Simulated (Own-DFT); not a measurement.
HfO₂ (monoclinic hafnia, atoms displaced) (calculated)

Computed with Own-DFT development build. A calculation, not a measurement: plane-wave density functional theory by an unreviewed code, no spin, of a simulated periodic cell, stress positive in tension, run twice, with PBE and with PBEsol, both on files made for PBE, so the change isn't that of files made for PBEsol, hafnium file: forces about 75 meV/angstrom off all-electron values; oxygen file: force components 24 meV/angstrom off all-electron in one glass; forces on such cells passed a denser k mesh, this cell's mesh not checked; the far tail of each file's local potential was reset to the Coulomb form; each entry is a single point on an unrelaxed cell, so the pressure reflects the starting lattice, mostly measured values (interpolated for alloys), from which strain is counted, and rises with the displacements; printed positions are rounded, which can move forces by about a meV/angstrom; the program, named Own-DFT, is a retired in-house code; no spin-orbit coupling; stress was not checked against mesh or cutoff.

Entry: HfO₂ (monoclinic hafnia, atoms displaced)

```
CELL_PARAMETERS angstrom
10.23400 0.00000 0.00000
0.00000 10.35000 0.00000
-1.69550 0.00000 10.44530
ATOMIC_POSITIONS crystal
Hf 0.13224 0.02665 0.09871
Hf 0.34684 0.26965 0.13916
Hf 0.37297 0.47591 0.40193
Hf 0.14103 0.22819 0.35271
O 0.02758 0.16554 0.17952
O 0.44696 0.40563 0.06251
O 0.47373 0.33139 0.34036
O 0.04404 0.10043 0.42816
O 0.22461 0.37727 0.23422
O 0.28020 0.12963 0.01000
O 0.27659 0.11676 0.26203
O 0.22080 0.37618 0.48189
Hf 0.13153 0.01169 0.59800
Hf 0.36584 0.26129 0.63553
Hf 0.35779 0.46652 0.88558
Hf 0.14698 0.23929 0.85499
O 0.03621 0.18277 0.67876
O 0.47122 0.41389 0.57708
O 0.45323 0.33574 0.82406
O 0.04153 0.07158 0.93766
O 0.23001 0.36853 0.72832
O 0.28251 0.13782 0.51057
O 0.28672 0.11744 0.76040
O 0.22915 0.36815 0.99228
Hf 0.12920 0.51599 0.09676
Hf 0.36474 0.76346 0.15326
Hf 0.35281 0.99654 0.39041
Hf 0.14306 0.73993 0.36251
O 0.03275 0.66494 0.15433
O 0.46046 0.91275 0.07329
O 0.46125 0.83834 0.32049
O 0.04123 0.59065 0.41363
O 0.22693 0.87774 0.24106
O 0.26582 0.63358 0.00373
O 0.27845 0.61692 0.25655
O 0.22086 0.85377 0.49090
Hf 0.13741 0.51331 0.59724
Hf 0.36592 0.77418 0.65094
Hf 0.37178 0.98718 0.91140
Hf 0.13884 0.72643 0.85482
O 0.02368 0.65899 0.66927
O 0.45710 0.91015 0.57109
O 0.45193 0.84060 0.81478
O 0.03919 0.57655 0.92349
O 0.22632 0.87258 0.73237
O 0.28807 0.63763 0.51582
O 0.27653 0.62079 0.75967
O 0.21655 0.85402 0.97907
Hf 0.63724 0.03244 0.10296
Hf 0.87462 0.27585 0.13631
Hf 0.86049 0.48600 0.39972
Hf 0.65486 0.23785 0.35223
O 0.54157 0.16890 0.17897
O 0.97827 0.41281 0.08744
O 0.96196 0.35112 0.32649
O 0.54633 0.08262 0.42309
O 0.73666 0.37584 0.23821
O 0.78624 0.14174 0.01048
O 0.76806 0.12604 0.26847
O 0.72447 0.37820 0.49085
Hf 0.65147 0.02314 0.60684
Hf 0.85973 0.25935 0.64170
Hf 0.86053 0.47929 0.90772
Hf 0.64365 0.23432 0.84544
O 0.52914 0.15654 0.65286
O 0.96001 0.41809 0.57881
O 0.97286 0.33777 0.81290
O 0.52839 0.08536 0.92438
O 0.73634 0.38149 0.73818
O 0.76950 0.12747 0.50984
O 0.77778 0.10391 0.77197
O 0.73072 0.37070 0.99446
Hf 0.63412 0.51029 0.10732
Hf 0.87687 0.76560 0.14256
Hf 0.85938 0.98749 0.39424
Hf 0.64406 0.72522 0.35161
O 0.52337 0.66657 0.17056
O 0.95552 0.93650 0.07277
O 0.97016 0.83755 0.32382
O 0.54634 0.58830 0.41988
O 0.73770 0.87372 0.24339
O 0.79062 0.63568 0.01352
O 0.76425 0.60992 0.25896
O 0.71563 0.86712 0.49153
Hf 0.63014 0.52346 0.60297
Hf 0.85716 0.77960 0.64366
Hf 0.86940 0.97300 0.89766
Hf 0.64499 0.72743 0.84516
O 0.53345 0.65663 0.66568
O 0.96103 0.90873 0.58331
O 0.95803 0.82254 0.82498
O 0.53993 0.58367 0.91532
O 0.72740 0.88689 0.73806
O 0.76161 0.63016 0.50609
O 0.77415 0.62247 0.76059
O 0.74119 0.88015 0.99296
```

* functional: PBE, then PBEsol
* potential files: PseudoDojo norm-conserving, scalar-relativistic, standard set
* wave cutoff: 72 hartree
* occupations: Fermi-Dirac
* smearing width: 0.1 eV
* k mesh: 2 x 2 x 2 centred on Gamma
* PBE pressure: 9.48 GPa
* PBE stress xx: -9.41 GPa
* PBE stress yy: -9.01 GPa
* PBE stress zz: -10.01 GPa
* PBE stress yz: -0.49 GPa
* PBE stress xz: -1.17 GPa
* PBE stress xy: -0.39 GPa
* PBEsol pressure: 3 GPa
* PBEsol stress xx: -2.94 GPa
* PBEsol stress yy: -2.56 GPa
* PBEsol stress zz: -3.49 GPa
* PBEsol stress yz: -0.47 GPa
* PBEsol stress xz: -0.8 GPa
* PBEsol stress xy: -0.42 GPa
* rms change of force components from PBE to PBEsol: 0.063 eV/Å

Force:
```tsv
force element	PBE force x (eV/Å)	PBE force y (eV/Å)	PBE force z (eV/Å)	PBEsol force x (eV/Å)	PBEsol force y (eV/Å)	PBEsol force z (eV/Å)
Hf	1.025	-3.202	2.626	0.952	-3.079	2.525
Hf	2.771	0.26	2.46	2.667	0.318	2.368
Hf	-0.959	1.951	-1.825	-0.923	1.844	-1.752
Hf	-0.096	3.758	-0.322	-0.077	3.632	-0.325
O	1.894	-0.863	0.209	1.865	-0.811	0.223
O	3.228	1.008	1.837	3.114	0.986	1.738
O	-0.556	0.122	-1.411	-0.546	0.141	-1.389
O	-2.687	-2.784	0.536	-2.587	-2.739	0.551
O	0.056	-0.927	0.27	0.108	-0.938	0.231
O	-0.805	0.227	0.353	-0.836	0.241	0.351
O	-1.053	2.566	-2.049	-1.093	2.519	-1.981
O	0.523	-0.585	0.101	0.562	-0.571	0.104
Hf	1.758	0.088	2.999	1.724	0.091	2.906
Hf	-0.58	1.601	1.635	-0.59	1.594	1.621
Hf	-0.901	5.468	0.629	-0.887	5.275	0.639
Hf	-1.017	-1.882	-2.066	-0.972	-1.835	-2.075
O	1.45	-3.38	-1.319	1.388	-3.246	-1.239
O	-1.05	-0.81	0.302	-1.028	-0.762	0.224
O	4.467	-3.434	-0.951	4.333	-3.356	-0.966
O	0.755	3.372	-4.253	0.72	3.243	-4.058
O	-1.21	0.521	0.715	-1.137	0.493	0.729
O	-1.319	-2.131	-1.743	-1.315	-2.081	-1.721
O	-1.255	0.673	-0.46	-1.266	0.7	-0.447
O	-1.908	-0.131	-1.461	-1.788	-0.147	-1.431
Hf	5.44	3.61	1.859	5.32	3.595	1.776
Hf	-2.644	0.818	-1.213	-2.579	0.829	-1.133
Hf	4.741	-5.155	2.381	4.636	-5.083	2.328
Hf	1.167	-3.075	-2.849	1.155	-3.018	-2.781
O	0.816	0.259	1.162	0.77	0.242	1.136
O	1.757	0.919	1.127	1.695	0.947	1.036
O	0.75	0.288	0.929	0.706	0.245	0.839
O	-1.187	-1.064	0.866	-1.147	-1.05	0.909
O	-1.169	1.027	-0.309	-1.077	0.993	-0.264
O	0.877	-1.936	0.662	0.76	-1.878	0.631
O	-0.52	-0.254	0.811	-0.538	-0.221	0.781
O	-0.338	5.063	1.559	-0.288	4.935	1.529
Hf	-0.459	2.549	0.658	-0.457	2.526	0.618
Hf	-0.82	-0.516	-1.82	-0.828	-0.431	-1.78
Hf	-2.824	-3.567	-3.501	-2.722	-3.517	-3.391
Hf	0.658	-1.008	-1.883	0.68	-1.032	-1.823
O	0.565	-0.075	-0.421	0.559	-0.045	-0.372
O	1.454	1.751	-0.374	1.378	1.708	-0.383
O	3.212	-0.168	2.932	3.096	-0.182	2.798
O	-1.871	-0.967	-0.841	-1.836	-0.958	-0.735
O	-2.411	1.427	-0.294	-2.294	1.366	-0.318
O	-0.706	-2.585	-1.084	-0.751	-2.513	-1.049
O	-0.463	-1.492	0.023	-0.511	-1.456	0.034
O	0.42	3.745	2.136	0.457	3.628	2.066
Hf	0.389	-2.003	0.683	0.353	-1.887	0.648
Hf	-2.953	-0.658	3.163	-2.898	-0.587	3.12
Hf	0.791	0.062	0.524	0.764	-0.01	0.512
Hf	-4.018	0.165	1.287	-3.916	0.11	1.243
O	-1.303	0.506	-1.163	-1.22	0.481	-1.099
O	-2.223	-0.599	-2.195	-2.197	-0.577	-2.189
O	1.885	-2.227	-0.25	1.81	-2.18	-0.289
O	-1.078	0.038	-0.796	-1.046	0.04	-0.715
O	-1.394	0.268	-0.882	-1.311	0.261	-0.855
O	-1.601	-0.81	-0.714	-1.615	-0.783	-0.688
O	2.955	-1.819	-1.27	2.812	-1.786	-1.214
O	0.25	-1.255	-0.444	0.306	-1.228	-0.457
Hf	-4.002	-2.537	-1.994	-3.887	-2.435	-1.979
Hf	1.222	3.789	0.906	1.23	3.785	0.922
Hf	1.827	1.509	-3.416	1.779	1.467	-3.318
Hf	-0.874	-0.551	0.626	-0.806	-0.572	0.617
O	1.187	1.356	2.697	1.161	1.328	2.654
O	0.385	-0.418	-0.442	0.383	-0.401	-0.477
O	-0.822	0.468	2.753	-0.795	0.411	2.639
O	3.671	2.574	0.037	3.569	2.48	0.105
O	-1.453	-1.407	1.143	-1.368	-1.4	1.131
O	2.323	0.199	0.24	2.205	0.178	0.227
O	-0.645	3.818	-1.922	-0.709	3.727	-1.889
O	-0.916	0.485	-0.886	-0.813	0.484	-0.856
Hf	-1.383	1.816	-0.758	-1.316	1.811	-0.752
Hf	-1.954	2.905	0.455	-1.905	2.895	0.444
Hf	-0.487	-2.469	-1.25	-0.529	-2.458	-1.225
Hf	-1.554	2.638	-0.456	-1.51	2.513	-0.434
O	3.356	-2.735	-0.222	3.272	-2.653	-0.149
O	1.117	-2.194	3.31	1.101	-2.133	3.15
O	-0.276	1.006	0.869	-0.272	0.956	0.814
O	-2.861	-2.017	0.004	-2.776	-1.988	0.073
O	-0.64	1.292	-0.272	-0.556	1.269	-0.23
O	-1.46	-1.857	-0.878	-1.434	-1.826	-0.861
O	0.783	0.709	-0.942	0.686	0.678	-0.896
O	1.323	1.242	-0.331	1.358	1.223	-0.305
Hf	3.117	-0.472	-0.213	3.046	-0.397	-0.254
Hf	-0.495	-4.769	0.561	-0.482	-4.621	0.588
Hf	-0.353	-0.616	-0.588	-0.359	-0.66	-0.535
Hf	-1.809	0.724	1.146	-1.737	0.611	1.069
O	-0.613	2.101	1.803	-0.573	2.052	1.801
O	2.051	3.592	-1.894	2.008	3.52	-1.882
O	0.026	0.767	0.791	0.003	0.758	0.715
O	0.312	-0.674	0.888	0.333	-0.663	0.898
O	-0.748	-1.807	0.363	-0.647	-1.766	0.339
O	2.172	0.648	0.932	2.043	0.626	0.882
O	0.087	-0.566	0.51	0.001	-0.533	0.514
O	-2.29	-1.3	-0.842	-2.121	-1.258	-0.83
```
